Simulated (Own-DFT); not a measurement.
# Computed records: Si3N4 (beta silicon nitride, strained, atoms displaced)

Computed with Own-DFT development build. A calculation, not a measurement: plane-wave PBE density functional theory by an unreviewed code, no spin, of a simulated periodic cell, stress positive in tension, free energy of the whole cell less one offset for each atom, forces on such cells moved up to 12 meV/angstrom on a denser k mesh; offsets are fitted by least squares, one for each functional and potential file, so energies compare only between cells with the same atoms and settings and are not formation energies; the far tail of each file's local potential was reset to the Coulomb form; each entry is a single point on an unrelaxed cell, so the pressure reflects the starting lattice, mostly measured values (interpolated for alloys), from which strain is counted, and rises with the displacements; printed positions are rounded, which can move forces by about a meV/angstrom; the program, named Own-DFT, is a retired in-house code; no spin-orbit coupling; before rounding, a Quantum ESPRESSO 7.3.1 run of the same cell and cutoff gave forces within 1 meV/angstrom rms on each cell, which checks the program and not the settings.

```cif
# cell vector a (Å): 14.9481 0.1848 -0.2297
# cell vector b (Å): -7.3140 13.2768 -0.0506
# cell vector c (Å): -0.0879 -0.0731 5.8634
data_Si3N4
_symmetry_space_group_name_H-M 'P 1'
_symmetry_Int_Tables_number 1
_cell_length_a 14.9510
_cell_length_b 15.1582
_cell_length_c 5.8645
_cell_angle_alpha 90.402
_cell_angle_beta 91.748
_cell_angle_gamma 118.134
_cell_volume 1171.15
loop_
_atom_site_label
_atom_site_type_symbol
_atom_site_fract_x
_atom_site_fract_y
_atom_site_fract_z
_atom_site_occupancy
Si1 Si 0.08308 0.37905 0.12560 1
Si2 Si 0.10958 0.19898 0.13406 1
Si3 Si 0.29649 0.40484 0.12105 1
Si4 Si 0.41634 0.11893 0.35436 1
Si5 Si 0.38493 0.29350 0.36555 1
Si6 Si 0.20018 0.08308 0.36499 1
N1 N 0.16194 0.01443 0.11617 1
N2 N 0.47943 0.14931 0.10533 1
N3 N 0.34896 0.32915 0.13126 1
N4 N 0.33806 0.48638 0.35823 1
N5 N 0.01416 0.35122 0.36455 1
N6 N 0.14990 0.16598 0.37313 1
N7 N 0.17199 0.33913 0.11791 1
N8 N 0.33924 0.16488 0.39410 1
Si7 Si 0.08544 0.38306 0.62322 1
Si8 Si 0.11043 0.19632 0.61805 1
Si9 Si 0.30103 0.41919 0.62257 1
Si10 Si 0.41124 0.11736 0.87216 1
Si11 Si 0.38515 0.29785 0.88020 1
Si12 Si 0.20765 0.08923 0.86870 1
N9 N 0.16185 0.01764 0.62330 1
N10 N 0.48769 0.15226 0.63320 1
N11 N 0.35343 0.33483 0.63830 1
N12 N 0.32998 0.48499 0.87603 1
N13 N 0.01578 0.35133 0.87567 1
N14 N 0.15281 0.17137 0.87502 1
N15 N 0.16641 0.33239 0.61382 1
N16 N 0.32671 0.16318 0.88265 1
Si13 Si 0.08776 0.88079 0.10116 1
Si14 Si 0.11893 0.70039 0.12352 1
Si15 Si 0.30701 0.91829 0.10574 1
Si16 Si 0.41683 0.61610 0.38684 1
Si17 Si 0.38700 0.80199 0.38883 1
Si18 Si 0.19364 0.58461 0.37241 1
N17 N 0.16337 0.51487 0.14310 1
N18 N 0.48028 0.65076 0.12441 1
N19 N 0.34899 0.83460 0.12119 1
N20 N 0.33248 0.98149 0.36919 1
N21 N 0.01576 0.84945 0.37814 1
N22 N 0.15230 0.67157 0.37319 1
N23 N 0.16422 0.83109 0.12371 1
N24 N 0.33489 0.66525 0.37932 1
Si19 Si 0.08087 0.88229 0.61395 1
Si20 Si 0.11517 0.70170 0.63299 1
Si21 Si 0.29836 0.91478 0.62582 1
Si22 Si 0.42057 0.61778 0.88815 1
Si23 Si 0.38397 0.79570 0.87031 1
Si24 Si 0.19831 0.58433 0.87124 1
N25 N 0.16577 0.51315 0.62623 1
N26 N 0.47794 0.64789 0.62985 1
N27 N 0.35273 0.83740 0.61024 1
N28 N 0.33381 0.98782 0.87890 1
N29 N 0.02695 0.86033 0.87494 1
N30 N 0.14657 0.66665 0.84981 1
N31 N 0.16901 0.83286 0.62854 1
N32 N 0.33069 0.67022 0.87452 1
Si25 Si 0.59355 0.39171 0.13548 1
Si26 Si 0.61354 0.20742 0.13392 1
Si27 Si 0.79918 0.41688 0.11958 1
Si28 Si 0.91668 0.12371 0.38991 1
Si29 Si 0.89249 0.30153 0.36144 1
Si30 Si 0.70451 0.08732 0.37733 1
N33 N 0.66385 0.01192 0.10835 1
N34 N 0.98759 0.15367 0.12838 1
N35 N 0.85328 0.33838 0.12964 1
N36 N 0.83627 0.48437 0.37422 1
N37 N 0.51913 0.35272 0.39071 1
N38 N 0.65476 0.16476 0.37332 1
N39 N 0.66924 0.33151 0.12402 1
N40 N 0.83204 0.16375 0.38161 1
Si31 Si 0.59408 0.38688 0.63034 1
Si32 Si 0.61553 0.20037 0.61180 1
Si33 Si 0.79635 0.41092 0.63254 1
Si34 Si 0.91646 0.11921 0.88721 1
Si35 Si 0.88145 0.29344 0.86338 1
Si36 Si 0.69761 0.08581 0.88240 1
N41 N 0.66368 0.01533 0.61779 1
N42 N 0.98751 0.15274 0.61307 1
N43 N 0.85087 0.33416 0.62937 1
N44 N 0.83488 0.48577 0.88233 1
N45 N 0.51276 0.34671 0.85910 1
N46 N 0.65439 0.16593 0.87608 1
N47 N 0.66753 0.33539 0.61727 1
N48 N 0.83437 0.16405 0.86326 1
Si37 Si 0.58820 0.88724 0.13571 1
Si38 Si 0.61329 0.70196 0.13646 1
Si39 Si 0.80193 0.91544 0.12657 1
Si40 Si 0.91602 0.61256 0.37417 1
Si41 Si 0.88193 0.79515 0.37035 1
Si42 Si 0.70730 0.58639 0.36752 1
N49 N 0.66505 0.51184 0.13191 1
N50 N 0.98340 0.64806 0.13195 1
N51 N 0.85089 0.83155 0.12086 1
N52 N 0.83749 0.98723 0.37661 1
N53 N 0.51481 0.85425 0.38921 1
N54 N 0.64674 0.65629 0.37766 1
N55 N 0.66290 0.83226 0.11090 1
N56 N 0.83340 0.66555 0.36733 1
Si43 Si 0.58425 0.88643 0.62905 1
Si44 Si 0.61256 0.70394 0.62793 1
Si45 Si 0.79639 0.91371 0.64121 1
Si46 Si 0.91097 0.60877 0.88728 1
Si47 Si 0.88157 0.79649 0.86731 1
Si48 Si 0.70461 0.58363 0.88467 1
N57 N 0.66192 0.51459 0.63361 1
N58 N 0.98308 0.64725 0.61861 1
N59 N 0.84954 0.83278 0.62532 1
N60 N 0.83714 0.98671 0.86648 1
N61 N 0.51194 0.84091 0.88368 1
N62 N 0.65415 0.66652 0.87133 1
N63 N 0.66945 0.82909 0.63124 1
N64 N 0.83233 0.66284 0.87796 1
_calc_functional 'PBE'
_calc_potential_files 'PseudoDojo norm-conserving, scalar-relativistic, standard set'
_calc_wave_cutoff 42  # hartree
_calc_occupations 'Fermi-Dirac'
_calc_smearing_width 0.1  # eV
_calc_k_mesh '2 x 2 x 4 centred on Gamma'
_calc_free_energy_of_cell_above_offsets '-5.666'  # eV
_calc_pressure 7.5  # GPa
_calc_stress_xx -14.03  # GPa
_calc_stress_yy -1.27  # GPa
_calc_stress_zz -7.19  # GPa
_calc_stress_yz -4.56  # GPa
_calc_stress_xz -7.99  # GPa
_calc_stress_xy 3.83  # GPa
```

Force:
```csv
element,x (eV/Å),y (eV/Å),z (eV/Å)
Si,1.983,3.058,-0.368
Si,4.15,3.564,-2.696
Si,-0.957,3.971,-0.357
Si,0.966,-3.256,3.035
Si,0.974,0.149,4.833
Si,1.127,0.271,1.412
N,0.314,0.019,-0.246
N,3.714,1.774,3.978
N,0.463,-0.032,-1.591
N,0.673,-0.681,1.958
N,2.145,0.502,1.28
N,0.772,-0.663,0.211
N,-1.88,-3.841,0.583
N,-4.032,0.887,-1.042
Si,1.5,0.623,0.621
Si,3.098,3.83,1.456
Si,-0.25,-1.967,-1.158
Si,-1.176,-0.886,-3.688
Si,0.289,-1.466,-0.825
Si,-4.394,-2.402,0.865
N,0.233,-1.004,-1.351
N,-0.254,-0.828,-2.006
N,-1.45,0.629,-3.213
N,1.233,0.809,0.762
N,-1.135,-0.864,-1.432
N,-0.356,-1.072,0.737
N,0.131,-0.339,-0.013
N,3.547,3.449,-0.082
Si,1.959,2.787,7.477
Si,-2.129,2.466,-1.453
Si,-3.407,-2.385,3.757
Si,-3.561,-1.999,-3.824
Si,0.353,-4.136,-4.876
Si,3.647,2.177,2.728
N,-1.031,-1.779,-4.492
N,3.951,1.694,4.789
N,1.861,-0.579,-0.268
N,0.749,2.425,-0.116
N,-2.341,-1.096,-4.206
N,0.56,-1.174,1.424
N,3.149,-0.35,-0.338
N,-2.044,1.225,0.01
Si,4.015,2.368,2.588
Si,-3.63,3.764,-6.622
Si,-1.338,-0.339,-1.575
Si,-5.956,-2.492,-3.919
Si,-1.07,-0.363,0.512
Si,1.932,0.88,1.561
N,-1.137,-0.486,-0.848
N,4.049,1.768,2.353
N,-1.363,1.07,4.748
N,0.62,0.96,-2.585
N,-6.956,-3.676,-5.903
N,3.691,-3.093,8.176
N,-1,0.337,-0.054
N,0.763,-2.412,0.099
Si,-2.116,-4.988,-0.751
Si,1.706,-1.914,-2.425
Si,0.267,-1.753,1.877
Si,-0.613,-4.164,-4.287
Si,-4.176,-2.697,2.276
Si,1.2,-1.938,-0.895
N,-0.15,1.111,2.953
N,-2.729,-1.098,1.686
N,0.127,-0.616,-2.659
N,-0.23,-0.466,0.968
N,-0.453,-0.295,-3.564
N,-2.837,1.291,-0.677
N,-0.915,2.088,0.026
N,-1.057,2.884,-0.77
Si,-3.779,0.466,0.834
Si,0.172,1.154,2.934
Si,-0.01,0.95,-1.885
Si,0.169,-1.601,-2.859
Si,0.917,-0.088,2.768
Si,3.126,-0.442,-2.343
N,-0.062,-0.185,1.171
N,-0.661,-0.309,5.118
N,0.029,0.283,-2.708
N,-0.134,-1.722,-1.113
N,2.106,1.283,3.255
N,-3.27,2.295,0.433
N,3.224,-2.203,0.299
N,-1.889,0.482,0.792
Si,-1.151,-1.565,-0.611
Si,0.972,0.253,-2.041
Si,-1.516,-0.532,-0.154
Si,-1.583,0.079,-0.23
Si,1.674,-0.268,0.905
Si,-0.292,-0.388,3.478
N,0.5,2.31,-1.422
N,1.753,0.09,-0.637
N,-1.173,0.976,-0.573
N,0.098,0.016,0.694
N,0.991,0.352,-2.799
N,-2.293,1.864,0.235
N,2.503,0.259,1.387
N,0.47,0.101,0.103
Si,2.001,-0.412,2.466
Si,1.665,-2.079,0.223
Si,0.417,-0.977,-4.499
Si,0.372,2.96,-2.4
Si,2.719,-1.295,1.244
Si,-1.087,1.014,-1.31
N,1.126,0.506,-1.094
N,0.471,-0.088,3.023
N,-0.479,0.473,-1.317
N,0.553,1.548,3.711
N,0.832,1.918,-1.118
N,-1.219,-0.136,2.032
N,-2.475,2.174,-0.452
N,0.43,1.242,-0.108
```
